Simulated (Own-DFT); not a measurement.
## Calculated data, Si₃N₄ (beta silicon nitride, atoms displaced)

Computed with Own-DFT development build. A calculation, not a measurement: plane-wave PBE density functional theory by an unreviewed code, no spin, of a simulated periodic cell, stress positive in tension, free energy of the whole cell less one offset for each atom, some atoms lie very close together; forces on such cells moved up to 12 meV/angstrom on a denser k mesh; offsets are fitted by least squares, one for each functional and potential file, so energies compare only between cells with the same atoms and settings and are not formation energies; the far tail of each file's local potential was reset to the Coulomb form; each entry is a single point on an unrelaxed cell, so the pressure reflects the starting lattice, mostly measured values (interpolated for alloys), from which strain is counted, and rises with the displacements; printed positions are rounded, which can move forces by about a meV/angstrom; the program, named Own-DFT, is a retired in-house code; no spin-orbit coupling; before rounding, a Quantum ESPRESSO 7.3.1 run of the same cell and cutoff gave forces within 1 meV/angstrom rms on each cell, which checks the program and not the settings.

Settings shared by all entries: functional PBE; potential files PseudoDojo norm-conserving, scalar-relativistic, standard set; wave cutoff 42 hartree; occupations Fermi-Dirac; smearing width 0.1 eV; k mesh 2 x 2 x 4 centred on Gamma.

(1) Si₃N₄ (beta silicon nitride, atoms displaced)

```
Si3N4
1.0
     15.2120     0.0000     0.0000
     -7.6060    13.1740     0.0000
      0.0000     0.0000     5.8180
Si N Si N Si N Si N Si N Si N Si N Si N
6 8 6 8 6 8 6 8 6 8 6 8 6 8 6 8
Direct
  0.07767 0.38207 0.14500
  0.10771 0.20337 0.14168
  0.30925 0.43499 0.13594
  0.41800 0.12456 0.36705
  0.39443 0.30790 0.39142
  0.18508 0.06367 0.36193
  0.15116 0.99794 0.10947
  0.48179 0.15796 0.14242
  0.33378 0.32735 0.12267
  0.34456 0.48489 0.40693
  0.99837 0.33483 0.36745
  0.13787 0.16341 0.34715
  0.16975 0.34302 0.13182
  0.34344 0.16195 0.38656
  0.07486 0.36971 0.64110
  0.12980 0.22378 0.60170
  0.30356 0.39727 0.64309
  0.42333 0.12819 0.86676
  0.38793 0.28877 0.87987
  0.19089 0.07399 0.91033
  0.17474 0.03719 0.59036
  0.45935 0.14851 0.62539
  0.35240 0.34028 0.60578
  0.33807 0.49780 0.88455
  0.01953 0.33812 0.86251
  0.15339 0.17162 0.85033
  0.17291 0.35250 0.61358
  0.34507 0.17877 0.86953
  0.09399 0.90134 0.14818
  0.11517 0.70734 0.12191
  0.30544 0.91749 0.13886
  0.41568 0.61772 0.38113
  0.39259 0.81482 0.32688
  0.20158 0.59311 0.35230
  0.17613 0.52201 0.15203
  0.49772 0.66246 0.10022
  0.34393 0.83803 0.11207
  0.33026 0.97610 0.40325
  0.00521 0.84005 0.36279
  0.16249 0.65778 0.38609
  0.16147 0.83586 0.11997
  0.33421 0.67009 0.36691
  0.10629 0.89725 0.60796
  0.09769 0.68175 0.63943
  0.28740 0.91287 0.61083
  0.38549 0.61244 0.88180
  0.35988 0.78213 0.85394
  0.21030 0.58397 0.91014
  0.16678 0.52228 0.64699
  0.47950 0.64925 0.64520
  0.35912 0.83668 0.67810
  0.35371 0.99447 0.85067
  0.00228 0.84975 0.87142
  0.13623 0.67487 0.87980
  0.17934 0.84646 0.62204
  0.34866 0.67312 0.87680
  0.60929 0.39700 0.12418
  0.63034 0.22919 0.13001
  0.82652 0.44031 0.12408
  0.92254 0.11685 0.33836
  0.87397 0.29308 0.40863
  0.70769 0.07607 0.40846
  0.67897 0.02479 0.12595
  0.00276 0.15698 0.13551
  0.84549 0.33811 0.11458
  0.84269 0.49483 0.38417
  0.51713 0.33726 0.40985
  0.65771 0.17220 0.36607
  0.64986 0.31829 0.13512
  0.84483 0.16537 0.37582
  0.58850 0.37516 0.61117
  0.62533 0.20811 0.63262
  0.79219 0.41196 0.60168
  0.91872 0.11824 0.82729
  0.88442 0.30887 0.84015
  0.70006 0.09111 0.87032
  0.65976 0.01060 0.60883
  0.97838 0.15868 0.65392
  0.85656 0.33412 0.60454
  0.85516 0.49353 0.88027
  0.49794 0.34409 0.86021
  0.64189 0.16466 0.85976
  0.68042 0.34267 0.61619
  0.82963 0.14556 0.91076
  0.58984 0.88599 0.14967
  0.60414 0.68315 0.17862
  0.80167 0.92725 0.15174
  0.91779 0.63521 0.32355
  0.88729 0.80625 0.34062
  0.67481 0.56803 0.36396
  0.66182 0.52306 0.14421
  0.98438 0.63979 0.11028
  0.86241 0.83648 0.14147
  0.83730 0.98279 0.42504
  0.50224 0.85195 0.38316
  0.64790 0.67175 0.34622
  0.62993 0.82591 0.14811
  0.83884 0.66635 0.38998
  0.59452 0.86876 0.63487
  0.62676 0.68883 0.62085
  0.80008 0.91445 0.65847
  0.90669 0.60719 0.89266
  0.88230 0.81070 0.88939
  0.70409 0.57710 0.89474
  0.65817 0.52797 0.57142
  0.99267 0.63576 0.62186
  0.81705 0.80099 0.62638
  0.82845 0.97697 0.84928
  0.52436 0.86751 0.86207
  0.64598 0.65833 0.85125
  0.66713 0.85152 0.61382
  0.85716 0.68834 0.88011
```

- free energy of cell above offsets: 129.807 eV
- pressure: 42.64 GPa
- stress xx: -42.59 GPa
- stress yy: -37.32 GPa
- stress zz: -48 GPa
- stress yz: 8.16 GPa
- stress xz: -0.62 GPa
- stress xy: 8.01 GPa

Force:
```csv
element,x (eV/Å),y (eV/Å),z (eV/Å)
Si,3.846,0.192,-2.214
Si,15.25,13.36,-8.989
Si,-0.296,-5.482,1.552
Si,2.913,-5.665,1.494
Si,-0.085,-5.293,-6.348
Si,1.08,14.28,-14.9
N,2.701,28.44,-0.33
N,5.36,1.434,-6.016
N,3.001,1.403,0.43
N,-0.151,0.953,-1.76
N,2.345,2.663,2.313
N,6.447,-3.596,7.843
N,-1.097,-0.538,0.19
N,-13.03,3.419,-1.441
Si,3.628,7.604,-9.459
Si,-0.407,-4.021,1.805
Si,-14.68,13.39,1.185
Si,-3.052,-4.421,9.313
Si,-14.01,5.071,3.06
Si,0.946,11.4,-11.06
N,0.204,-10.23,21.19
N,10.65,5.544,-5.856
N,10.78,-8.204,3.026
N,0.512,-9.362,-0.445
N,-7.917,-1.796,9.951
N,0.143,-1.332,2.471
N,3.212,-3.582,0.135
N,-2.523,-13.62,1.202
Si,-3.887,-37.81,0.762
Si,0.491,1.129,4.141
Si,-4.27,2.92,-3.24
Si,-0.328,1.576,0.497
Si,-2.978,-6.693,6.639
Si,14.74,-4.739,9.559
N,-0.842,-8.325,-6.119
N,-7.989,-5.352,1.682
N,1.21,-2.732,-2.24
N,1.76,7.296,-11.33
N,6.191,4.283,2.148
N,-19.57,13.19,1.204
N,0.445,1.662,1.148
N,0.35,0.474,-1.124
Si,-5.151,-2.848,2.019
Si,15.46,8.57,-5.213
Si,13.71,2.802,10.46
Si,31.71,-9.362,-0.934
Si,9.965,-5.902,19.33
Si,-2.367,0.644,-6.271
N,-0.516,-1.633,-0.192
N,2.139,1.089,-2.075
N,-12.48,13.74,-25.29
N,-2.409,-1.383,3.881
N,6.745,5.216,-0.843
N,8.441,-2.673,2.74
N,-11.32,-10.06,0.648
N,-27.07,13.8,0.809
Si,-6.072,-3.938,-0.928
Si,12.44,-46.47,-0.366
Si,1.079,-4.848,3.587
Si,-3.083,-0.612,6.809
Si,8.554,-10.01,-20.66
Si,0.789,7.772,-11.71
N,-0.927,-2.599,1.813
N,-18,-9.346,-4.779
N,1.048,0.108,-0.219
N,-0.382,-0.65,-1.632
N,-2.45,0.372,-9.212
N,0.443,0.75,1.899
N,-10.22,44.09,-0.043
N,-3.901,0.227,1.089
Si,-0.462,4.392,7.968
Si,-3.579,-1.231,-6.908
Si,8.469,7.113,1.215
Si,-15.75,-13.32,26.73
Si,5.217,-4.721,10.61
Si,1.578,-3.028,0.664
N,-1.28,-3.443,9.641
N,18.42,13.43,-28.47
N,-12.72,9.7,11.17
N,-1.768,-9.313,-5.166
N,16.09,9.466,-0.101
N,2.52,-0.05,5.657
N,-6.791,-5.677,1.512
N,-2.3,4.851,-2.086
Si,-23.33,16.35,-2.905
Si,-25,10.43,-38.39
Si,-2.379,-2.984,-1.208
Si,2.238,-2.277,7.811
Si,5.881,-11.04,21.79
Si,0.862,21.41,-8.532
N,0.769,-8.112,-11.73
N,2.852,1.159,0.633
N,-14.86,8.968,-14.28
N,1.674,3.845,-7.124
N,9.046,4.043,0.497
N,27.3,-7.446,33.25
N,28.63,-15.14,0.328
N,-6.648,2.195,-1.129
Si,-40.35,7.991,3.12
Si,-8.046,4.92,-3.065
Si,-1.111,-15.85,-14.94
Si,-0.407,12.59,-6.32
Si,0.761,-3.181,-6.587
Si,-0.437,5.855,-7.013
N,1.834,-14.88,27.69
N,-18.54,-6.684,-2.426
N,-0.193,4.52,-0.326
N,1.786,12.4,19.62
N,-1.001,-1.927,3.299
N,5.331,-3.646,10.81
N,39.59,-10.07,-3.032
N,-1.153,-7.311,0.923
```

(2) Si₃N₄ (beta silicon nitride, atoms displaced)

```
Si3N4
1.0
     15.2120     0.0000     0.0000
     -7.6060    13.1740     0.0000
      0.0000     0.0000     5.8180
Si N Si N Si N Si N Si N Si N Si N Si N
6 8 6 8 6 8 6 8 6 8 6 8 6 8 6 8
Direct
  0.08044 0.36708 0.08977
  0.12701 0.20944 0.15163
  0.29769 0.41237 0.11535
  0.42597 0.10934 0.35942
  0.38916 0.31455 0.38214
  0.19920 0.08806 0.34997
  0.16891 0.01708 0.08948
  0.48522 0.15436 0.10089
  0.34587 0.32202 0.16970
  0.34251 0.49450 0.37167
  0.00701 0.33608 0.34749
  0.13176 0.16749 0.38168
  0.15878 0.33314 0.14108
  0.34880 0.18231 0.39775
  0.08899 0.38873 0.63537
  0.11421 0.19989 0.61220
  0.30770 0.42573 0.60612
  0.42636 0.11675 0.88298
  0.36809 0.29072 0.87991
  0.21024 0.09606 0.92817
  0.16079 0.02096 0.65755
  0.47844 0.13618 0.62453
  0.34566 0.34886 0.59612
  0.33645 0.49049 0.83661
  0.01807 0.35276 0.88642
  0.14682 0.16006 0.94051
  0.18363 0.33826 0.63670
  0.33588 0.13753 0.85510
  0.07929 0.89138 0.11208
  0.10708 0.68282 0.12740
  0.30159 0.91191 0.11213
  0.40393 0.60277 0.30179
  0.39096 0.77755 0.35744
  0.20322 0.59355 0.37736
  0.15696 0.52620 0.09978
  0.48309 0.65137 0.09276
  0.34415 0.84856 0.13993
  0.34046 0.97601 0.34147
  0.03390 0.85470 0.40602
  0.14301 0.66073 0.33805
  0.17491 0.84469 0.11564
  0.33187 0.65944 0.40046
  0.08142 0.86625 0.65043
  0.12410 0.71279 0.63113
  0.30527 0.92220 0.60284
  0.42141 0.62248 0.88952
  0.39104 0.80521 0.85902
  0.20729 0.58839 0.81494
  0.17256 0.52580 0.64943
  0.49237 0.65803 0.61867
  0.35640 0.84179 0.62939
  0.32048 0.98477 0.89555
  0.02242 0.87128 0.82951
  0.14790 0.66951 0.83962
  0.15771 0.83084 0.66028
  0.33337 0.66410 0.89790
  0.60060 0.38221 0.16521
  0.62258 0.21077 0.14275
  0.82035 0.42749 0.11631
  0.91938 0.11391 0.41303
  0.90215 0.31054 0.37664
  0.71293 0.07975 0.38563
  0.66669 0.00452 0.12960
  0.98773 0.14926 0.10684
  0.85904 0.34515 0.14749
  0.80839 0.46375 0.33185
  0.53234 0.36674 0.34160
  0.65845 0.17188 0.39476
  0.67552 0.34497 0.13929
  0.81428 0.14072 0.32903
  0.56215 0.37031 0.60882
  0.60921 0.20965 0.57472
  0.78118 0.40223 0.62867
  0.91920 0.12153 0.90772
  0.88697 0.29305 0.89106
  0.70837 0.07529 0.89094
  0.65123 0.00854 0.59402
  0.97271 0.12820 0.64677
  0.83179 0.33539 0.63259
  0.85496 0.49182 0.88032
  0.49686 0.34528 0.88585
  0.63798 0.13832 0.88427
  0.68574 0.35232 0.65297
  0.82301 0.16351 0.89610
  0.56802 0.85615 0.18218
  0.60694 0.70124 0.12461
  0.79675 0.91606 0.17064
  0.93530 0.62090 0.38011
  0.87837 0.79070 0.39967
  0.70570 0.58956 0.41882
  0.68505 0.54175 0.15098
  0.99254 0.67068 0.05801
  0.84949 0.82337 0.14144
  0.83964 0.98464 0.39749
  0.52348 0.84882 0.37204
  0.66065 0.67012 0.36045
  0.66922 0.83836 0.14089
  0.81357 0.67836 0.41052
  0.59215 0.87622 0.62699
  0.61890 0.69666 0.63757
  0.79943 0.90793 0.62587
  0.90932 0.58820 0.89606
  0.89463 0.81312 0.84450
  0.72141 0.60408 0.88384
  0.64454 0.49678 0.63517
  0.97659 0.65152 0.61731
  0.85262 0.83593 0.67410
  0.84905 0.99718 0.83719
  0.52193 0.83963 0.89687
  0.65211 0.66675 0.84123
  0.67556 0.82239 0.65512
  0.81504 0.65758 0.89630
```

* free energy of cell above offsets: 114.615 eV
* pressure: 37.11 GPa
* stress xx: -38.37 GPa
* stress yy: -29.5 GPa
* stress zz: -43.44 GPa
* stress yz: -1.44 GPa
* stress xz: -3.34 GPa
* stress xy: -6.58 GPa

Force:
```csv
element,x (eV/Å),y (eV/Å),z (eV/Å)
Si,1.408,7.296,10.98
Si,-7.458,2.539,-4.559
Si,-0.704,-0.563,-0.622
Si,-5.367,-0.338,-0.112
Si,10.53,-5.569,8.931
Si,2.461,-0.653,6.96
N,-1.525,-11.06,15.75
N,6.22,3.729,9.825
N,-10.71,4.114,-16.21
N,-0.887,-8.865,-3.08
N,13.22,4.667,2.01
N,7.951,-5.852,0.265
N,7.741,0.709,0.175
N,-0.994,-1.612,-1.493
Si,2.793,-0.901,-2.407
Si,-3.205,2.104,10.69
Si,-3.51,0.06,0.351
Si,-2.45,-5.906,-5.81
Si,3.215,-1.608,-0.532
Si,2.979,8.713,-18.19
N,0.115,1.01,-3.999
N,3.013,2.296,-2.784
N,5.756,-4.051,3.973
N,0.51,1.622,7.66
N,-6.311,-2.409,-11.09
N,2.353,0.96,-7.788
N,-6.197,-1.243,-0.169
N,-9.429,6.116,1.26
Si,4.526,-2.421,2.025
Si,-4.804,8.801,-13.85
Si,-13.26,4.299,-3.01
Si,-0.135,9.272,7.515
Si,-5.76,8.938,0.869
Si,-0.469,-3.07,-4.39
N,1.347,-2.667,1.498
N,6.043,2.927,10.29
N,19.61,-14.33,-0.261
N,-0.355,6.982,6.205
N,-6.459,-2.105,-8.292
N,5.355,-1.921,13.92
N,-3.742,-3.948,0.977
N,0.837,-2.581,-0.946
Si,6.182,7.6,-10.85
Si,-4.95,0.495,-6.347
Si,-2.028,-1.399,4.101
Si,-7.489,-3.015,-18.62
Si,0.403,-1.002,4.454
Si,-0.041,25.11,34.81
N,-2.274,-26.24,-31.75
N,-2.247,-1.316,-0.7
N,0.52,-1.034,-3.138
N,3.427,2.073,-6.54
N,-11.35,-1.794,17.12
N,5.68,-4.75,6.519
N,10.03,0.211,-1.486
N,-0.175,2.032,-0.86
Si,2.929,9.894,-15.87
Si,2.901,-2.506,-4.615
Si,0.71,-8.32,-8.776
Si,-5.597,-1.126,-8.83
Si,-16.09,-5.582,2.896
Si,-15.94,-9.163,-1.227
N,-0.469,-1.734,1.921
N,5.253,3.74,11.54
N,3.015,-2.037,-3.131
N,-1.548,10.71,17.19
N,-14.74,-5.776,12.54
N,1.502,-1.093,-5.169
N,6.84,-5.294,-2.093
N,18.91,15.51,-0.411
Si,3.207,3.824,7.259
Si,1.314,0.691,9.496
Si,26.93,22.6,-6.223
Si,-7.42,-4.834,-7.633
Si,-5.594,0.003,-0.93
Si,-6.672,-2.72,-1.377
N,1.041,-3.336,6.268
N,6.059,6.481,2.629
N,11.87,-4.335,0.283
N,-2.729,-34.48,-5.066
N,2.112,0.222,-1.723
N,-2.603,3.752,0.768
N,-35.59,-23.7,3.078
N,7.118,4.77,-1.322
Si,20.82,10.15,-36.8
Si,9.031,1.811,0.057
Si,1.664,-2.631,-6.921
Si,-7.086,-3.17,-8.794
Si,2.212,8.33,-1.23
Si,-4.615,-7.004,-1.979
N,-0.578,-6.374,-2.236
N,1.617,0.452,7.509
N,-1.177,4.019,-1.39
N,0.694,0.811,0.047
N,-19.71,-6.249,31.49
N,-5.887,1.105,1.191
N,-0.623,-3.835,0.603
N,9.166,-3.929,1.456
Si,1.843,0.777,3.525
Si,-5.386,1.739,-12.12
Si,-0.526,1.099,3.554
Si,-2.724,36.69,-3.877
Si,14.69,-9.793,25.21
Si,-36.53,-27.38,-0.093
N,1.072,4.848,0.565
N,4.681,1.728,7.829
N,-15.73,6.194,-23.77
N,-1.746,-2.954,5.062
N,-2.734,-0.566,-1.258
N,4.732,-3.828,13.14
N,-3.76,4.392,-1.504
N,39.91,26.96,0.021
```
